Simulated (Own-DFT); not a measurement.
Simulation results for GaN (wurtzite, strained, atoms displaced)

A calculation, not a measurement: plane-wave PBE density functional theory by an unreviewed code, no spin, of a simulated periodic cell, stress positive in tension, free energy of the whole cell less one offset for each atom, forces on such cells passed a denser k mesh, this cell's mesh not checked; offsets are fitted by least squares, one for each functional and potential file, so energies compare only between cells with the same atoms and settings and are not formation energies; the far tail of each file's local potential was reset to the Coulomb form; each entry is a single point on an unrelaxed cell, so the pressure reflects the starting lattice, mostly measured values (interpolated for alloys), from which strain is counted, and rises with the displacements; printed positions are rounded, which can move forces by about a meV/angstrom; the program, named Own-DFT, is a retired in-house code; no spin-orbit coupling. Program: Own-DFT development build.

Settings shared by all entries: functional PBE; potential files PseudoDojo norm-conserving, scalar-relativistic, standard set with the stringent files for Ga; wave cutoff 96 hartree; occupations Gaussian; smearing width 0.01 eV; k mesh 3 x 4 x 3 centred on Gamma.

(1) 
```xyz
96
Lattice="12.7560 0.0000 -0.1913 -4.7835 8.2853 0.0718 -0.1556 0.0000 10.3700" Properties=species:S:1:pos:R:3:force_x:R:1:force_y:R:1:force_z:R:1 formula=GaN free_energy_of_cell_above_offsets=-4.428 pressure=7.23 stress_xx=-8.36 stress_yy=-5.72 stress_zz=-7.6 stress_yz=0.6 stress_xz=-3.75 stress_xy=-1.4
Ga    -0.2659     1.8444    10.3052      2.458      0.216      1.599
Ga     1.6037     0.9169     2.6378     -0.089      0.041     -1.623
N     -0.0101     1.8325     1.9999     -0.443     -0.073     -0.713
N      1.5831     0.9570     4.5009     -2.978     -1.679      0.469
Ga    -0.1422     1.9392     5.1920        1.4     -1.609     -0.519
Ga     1.4930     0.9805     7.7741     -0.379     -1.056     -0.631
N     -0.1606     1.7580     7.0520      0.435      1.803      1.451
N      1.4319     0.9201     9.6717     -0.336      0.152      1.017
Ga    -1.8286     4.6575    10.3633      1.086     -0.938      0.272
Ga    -0.0485     3.6789     2.6355      0.846       -0.5     -0.942
N     -1.5711     4.5446     1.9384     -1.357      0.309      0.067
N     -0.1163     3.6911     4.5332      0.671       0.82      0.565
Ga    -1.6245     4.5660     5.2846     -1.179      0.854     -0.474
Ga    -0.2334     3.6562     7.8072      2.476     -0.627     -0.125
N     -1.7168     4.6023     7.2313     -0.298      0.181     -0.903
N     -0.1000     3.6993     9.7450     -3.736     -1.289     -1.115
Ga    -3.3657     7.3752    10.4044     -0.109      0.445      0.247
Ga    -1.6112     6.3395     2.6225      0.665      1.209      0.368
N     -3.1267     7.3626     2.0267     -1.262     -0.356     -0.167
N     -1.6266     6.4477     4.6434     -1.107     -1.526     -1.185
Ga    -3.2641     7.2746     5.1816      -0.23      1.427      0.939
Ga    -1.7173     6.4289     7.8387     -0.989      1.025     -0.715
N     -3.3576     7.3916     7.1423      0.697     -0.674      0.567
N     -1.7471     6.4657     9.7667     -1.271     -0.632     -0.315
Ga     3.2269     1.8930    -0.0125      -0.49     -1.524      -0.01
Ga     4.8343     0.9994     2.5399     -2.031     -1.267     -0.503
N      3.1264     1.8710     1.9200      0.901      -0.32       0.39
N      4.7581     0.9166     4.4390     -0.772      0.261      1.143
Ga     3.0104     1.8182     5.1059      3.066      1.105      1.583
Ga     4.7594     0.9666     7.7312     -1.929      -0.55     -0.246
N      2.9975     1.9067     7.1108       1.65     -0.857     -0.585
N      4.6522     0.8480     9.6839     -0.252       1.28     -0.377
Ga     1.4707     4.5003     0.0358      3.611      1.804      0.831
Ga     3.0093     3.6925     2.6201      3.787     -0.941     -0.149
N      1.5970     4.5376     1.9907     -3.031      2.261      -0.74
N      3.1425     3.6841     4.5605     -1.201     -0.032     -0.671
Ga     1.5059     4.6226     5.1804      0.419      0.129     -0.519
Ga     3.0171     3.7210     7.7265      1.152     -1.136      1.214
N      1.5162     4.5471     7.0886     -2.401      1.453      0.143
N      2.9617     3.6228     9.7357      0.887      1.937     -1.001
Ga    -0.2036     7.3196    10.2860      1.788      0.439        1.9
Ga     1.5936     6.5602     2.5509     -0.946     -1.815     -0.168
N     -0.0391     7.3462     2.0230     -0.321      0.423     -1.197
N      1.5185     6.5299     4.4875     -1.318     -1.736      0.378
Ga    -0.1224     7.3592     5.1923      0.987       1.05      0.339
Ga     1.5567     6.4423     7.7552      -2.37     -0.949      0.539
N     -0.1977     7.3413     7.1613      1.853      0.593     -0.076
N      1.4515     6.3816     9.7243     -0.733     -0.344     -0.394
Ga     6.2013     1.8847    10.2548      0.248     -1.066      0.089
Ga     7.9372     0.9310     2.3769      0.229      -1.19      0.986
N      6.3580     1.7769     1.8127      0.223      1.318      0.311
N      7.9512     0.9582     4.4573     -1.074     -0.907     -0.617
Ga     6.2975     1.8290     5.1267      0.197      0.678     -0.915
Ga     7.8857     0.9608     7.5415        0.1     -0.582      2.123
N      6.3116     1.8567     7.0405      -0.53      0.142      0.101
N      7.7953     0.9484     9.6590      0.444     -0.914     -1.359
Ga     4.7995     4.6777    -0.0343     -0.485     -2.718     -0.692
Ga     6.3738     3.6306     2.5588     -1.276      0.686     -1.116
N      4.7707     4.6265     1.7916     -0.195     -0.668      3.015
N      6.3264     3.7269     4.4707     -0.621     -1.064      0.058
Ga     4.6882     4.6113     5.1111      0.732     -0.094     -0.104
Ga     6.3153     3.6997     7.7042     -0.937      0.228     -0.275
N      4.6057     4.5578     7.0276      1.214      0.846      1.064
N      6.2793     3.6587     9.6542     -0.814      0.853      -0.62
Ga     3.0176     7.2867    10.2838      0.381      0.972     -0.072
Ga     4.7368     6.4921     2.5334      0.666     -1.381     -0.768
N      3.1510     7.2479     1.8270      0.488       1.98      0.639
N      4.7475     6.4096     4.4380     -0.931      1.119      0.931
Ga     2.9938     7.3519     5.1289      2.878       0.93      0.431
Ga     4.6026     6.4529     7.7002      2.307     -0.981      0.355
N      3.0722     7.3401     7.1808     -0.152      1.385     -1.743
N      4.6944     6.3855     9.7276     -1.148      1.886     -2.104
Ga     9.4210     1.8222    10.1932     -0.283      0.054      0.385
Ga    11.1287     0.9713     2.4930     -0.153     -0.473     -1.456
N      9.4876     1.7947     1.7932      1.214       1.34      -0.03
N     11.0933     0.9884     4.3859     -0.504     -0.646      0.392
Ga     9.4812     1.8199     5.1327       0.32       0.77      -2.81
Ga    11.0441     0.9222     7.5525       0.09     -0.052      0.534
N      9.4733     1.8625     6.9407     -0.019     -0.087       1.91
N     11.0322     0.9220     9.5078     -1.438     -0.486     -0.242
Ga     7.9759     4.6302    -0.1140      0.203     -1.085      0.412
Ga     9.5140     3.7659     2.5008     -0.036     -1.149     -1.103
N      7.8755     4.6089     1.8440      1.244      0.529       0.06
N      9.4490     3.7323     4.4043      1.548      -0.65      0.478
Ga     7.9121     4.6365     4.9716     -0.662     -0.336      1.349
Ga     9.4795     3.6765     7.6209     -0.948      0.074     -0.698
N      7.8725     4.5481     6.9583      0.151      0.545      0.169
N      9.4564     3.6571     9.4846     -0.638       0.22      1.712
Ga     6.2209     7.3692    10.2109      0.522      0.106      0.821
Ga     7.9134     6.5471     2.4944      0.544     -1.059     -0.537
N      6.3507     7.3468     1.8232      -0.33      1.356      0.113
N      7.8143     6.4475     4.4546      1.434      0.497     -0.992
Ga     6.3194     7.3931     5.0622     -0.982      0.342      1.045
Ga     7.8604     6.3737     7.6645      0.194      0.777     -0.936
N      6.3170     7.4290     7.0792     -1.296     -1.817     -0.742
N      7.7907     6.3815     9.5773      0.608      0.985      0.484
```

Units: free_energy_of_cell_above_offsets in eV; pressure, stress_xx, stress_yy, stress_zz, stress_yz, stress_xz, stress_xy in GPa; force_x, force_y, force_z in eV/Å.

(2) 
```xyz
96
Lattice="12.7560 0.0000 0.0000 -4.7835 8.2853 -0.1243 0.0000 -0.1556 10.3700" Properties=species:S:1:pos:R:3:force_x:R:1:force_y:R:1:force_z:R:1 formula=GaN free_energy_of_cell_above_offsets=-4.397 pressure=7.1 stress_xx=-7 stress_yy=-6.15 stress_zz=-8.15 stress_yz=-2.78 stress_xz=0.64 stress_xy=-0.59
Ga     0.0984     1.8861     0.0816      -1.67      0.086     -3.531
Ga     1.6552     0.8713     2.5618      -1.01      0.919      0.788
N      0.0708     1.8264     1.8578     -0.623      0.052      3.229
N      1.5992     0.8226     4.5640     -0.507      0.004     -1.137
Ga     0.0552     1.7531     5.1551     -0.628      1.058      0.229
Ga     1.5735     0.8135     7.8023      0.184     -0.067     -1.019
N      0.0135     1.6989     7.1238     -0.194       0.98     -0.531
N      1.5286     0.7931     9.6693      1.395     -0.615      1.242
Ga    -1.5853     4.5975    -0.0651      -0.59     -0.839     -0.213
Ga     0.0466     3.7298     2.4499     -3.228      -1.71      2.255
N     -1.6814     4.5843     1.9113      0.926     -0.434     -0.745
N     -0.0315     3.6724     4.5096      1.472     -1.692     -1.194
Ga    -1.6129     4.4441     5.0962     -0.654      1.028      0.265
Ga     0.0705     3.6117     7.7431     -1.952     -0.801     -0.433
N     -1.5950     4.5677     6.9891      0.209     -1.052      1.874
N      0.1152     3.6170     9.6561     -2.668     -1.555      0.455
Ga    -3.1953     7.2208    10.1868      0.509      0.783      0.946
Ga    -1.6446     6.4414     2.3927      0.768     -0.153      1.708
N     -3.2438     7.4020     1.8756      1.131     -0.982     -1.566
N     -1.6526     6.2416     4.4592     -0.117      1.872     -1.063
Ga    -3.2337     7.3224     5.0810      0.844     -1.772     -0.039
Ga    -1.6143     6.4147     7.7227       0.73     -1.059     -2.084
N     -3.1606     7.2231     7.0119     -1.226      1.097      0.535
N     -1.6087     6.2576     9.5749      -0.18      0.272      1.594
Ga     3.2349     1.6876    10.3389     -1.899       0.71      0.272
Ga     4.8322     0.9125     2.6233     -1.191      -0.74     -1.402
N      3.1286     1.8234     1.9435      1.719       -0.3     -0.461
N      4.6954     0.7931     4.4723      1.456      0.052      1.228
Ga     3.1466     1.7194     5.0875      0.832      0.562      1.627
Ga     4.7477     0.8008     7.7310      0.201      1.959      0.371
N      3.1061     1.8175     7.1562      0.766     -2.043     -1.655
N      4.7042     0.8267     9.7107      2.048     -1.777     -0.205
Ga     1.5623     4.5870     0.0200       2.53      0.674      -2.77
Ga     3.1973     3.6599     2.5155      0.517      0.074     -0.236
N      1.5334     4.4334     1.8173      2.753      2.494      1.643
N      3.2469     3.5398     4.4553     -0.478      1.302      0.548
Ga     1.6237     4.5125     5.0932     -0.356      0.031      0.928
Ga     3.2762     3.5444     7.7138     -1.351      1.367      0.867
N      1.5490     4.5060     7.1736      2.331      0.032     -2.261
N      3.2205     3.5035     9.6523     -0.061      0.734      0.913
Ga    -0.0132     7.1230    10.2168      0.387      1.553      0.174
Ga     1.5692     6.3834     2.4507      0.962     -0.811      1.162
N      0.1142     7.2999     1.8107     -2.435      0.804     -0.492
N      1.4919     6.3677     4.4766      2.479     -0.537     -1.125
Ga    -0.0529     7.1992     5.0547     -1.254      0.812      0.116
Ga     1.5990     6.3111     7.6915     -0.623      0.829     -0.645
N     -0.0409     7.3706     6.9820      0.304     -2.197      0.473
N      1.5734     6.2460     9.5972      0.663      0.619      0.956
Ga     6.3345     1.8949     0.0359      0.396     -0.619     -2.602
Ga     7.9576     0.8960     2.6642      0.262     -0.609      -0.82
N      6.3593     1.7922     1.8765      0.498     -0.719      1.445
N      8.0543     0.9107     4.6121      -1.45      -1.57      -0.98
Ga     6.4168     1.8193     5.1063         -1      -2.65      2.139
Ga     7.9922     0.8188     7.7429     -1.305     -0.421     -0.649
N      6.3777     1.7832     7.1420     -0.314     -0.806     -1.033
N      7.9716     0.8448     9.6052     -0.913     -0.935      2.416
Ga     4.8748     4.4093    10.2981     -2.427      1.384      0.518
Ga     6.3811     3.5487     2.5588     -0.097      2.152     -1.062
N      4.8113     4.5798     1.8824     -0.229     -0.127      0.416
N      6.4219     3.4815     4.4279     -0.923      2.779      0.738
Ga     4.8064     4.5561     5.1477      0.159     -0.653     -0.467
Ga     6.3908     3.5783     7.7322      1.076     -0.194      0.035
N      4.8509     4.4866     7.1527     -0.709      0.264     -1.924
N      6.3684     3.6017     9.6565      0.939     -1.679      0.016
Ga     3.1857     7.2411    10.2187      0.242     -0.105     -0.116
Ga     4.7581     6.5160     2.4982      1.313     -1.958     -0.253
N      3.1971     7.2650     1.8758     -1.224      1.441     -0.777
N      4.8264     6.4025     4.4209     -0.572     -0.588      0.745
Ga     3.2161     7.2741     5.0954     -0.874      0.255     -0.629
Ga     4.8149     6.3009     7.6769     -0.815      1.221      0.265
N      3.1236     7.2482     6.9772      0.998     -0.299      1.012
N      4.8403     6.2920     9.6055     -0.725      0.005      0.504
Ga     9.5588     1.8039    -0.0023      0.043       0.35     -0.341
Ga    11.2338     0.9029     2.5703     -0.586     -0.339     -1.204
N      9.5067     1.8019     1.9324      0.845      -0.57      0.448
N     11.2112     0.8811     4.4655     -0.058     -0.368      1.026
Ga     9.6110     1.7888     5.1021       0.61      0.113      1.522
Ga    11.1578     0.8745     7.7066     -0.209      0.174       1.58
N      9.5135     1.7042     7.1727      1.426      0.963     -1.925
N     11.1389     0.7762     9.7313      1.068      0.466     -0.082
Ga     7.9461     4.4102    10.2732      0.923      0.579      0.963
Ga     9.5359     3.5977     2.6544      0.039      0.493     -2.592
N      7.9840     4.4973     1.9052     -0.279      0.509     -0.372
N      9.5078     3.5928     4.4710       0.53     -0.242      1.699
Ga     7.9292     4.4900     5.1115      0.539      0.442      0.735
Ga     9.6076     3.5442     7.7615     -0.006      0.749     -0.869
N      8.0001     4.5077     7.1044     -0.461      0.158     -0.343
N      9.5141     3.4813     9.6631      1.121      0.567       0.62
Ga     6.4258     7.2239    10.2392     -0.799      0.472        0.4
Ga     8.0355     6.3998     2.4524     -1.567     -1.005      0.586
N      6.3722     7.2729     1.8358      0.741      1.121      0.044
N      7.9965     6.2960     4.4372     -0.787      0.972      0.064
Ga     6.3876     7.3078     5.0813      0.702      0.016     -0.175
Ga     7.9521     6.3802     7.7304      0.152     -0.302     -0.685
N      6.3076     7.3551     7.0550      1.009     -1.486     -0.719
N      8.0112     6.3202     9.7024     -0.528     -1.031     -0.905
```

Units: free_energy_of_cell_above_offsets in eV; pressure, stress_xx, stress_yy, stress_zz, stress_yz, stress_xz, stress_xy in GPa; force_x, force_y, force_z in eV/Å.
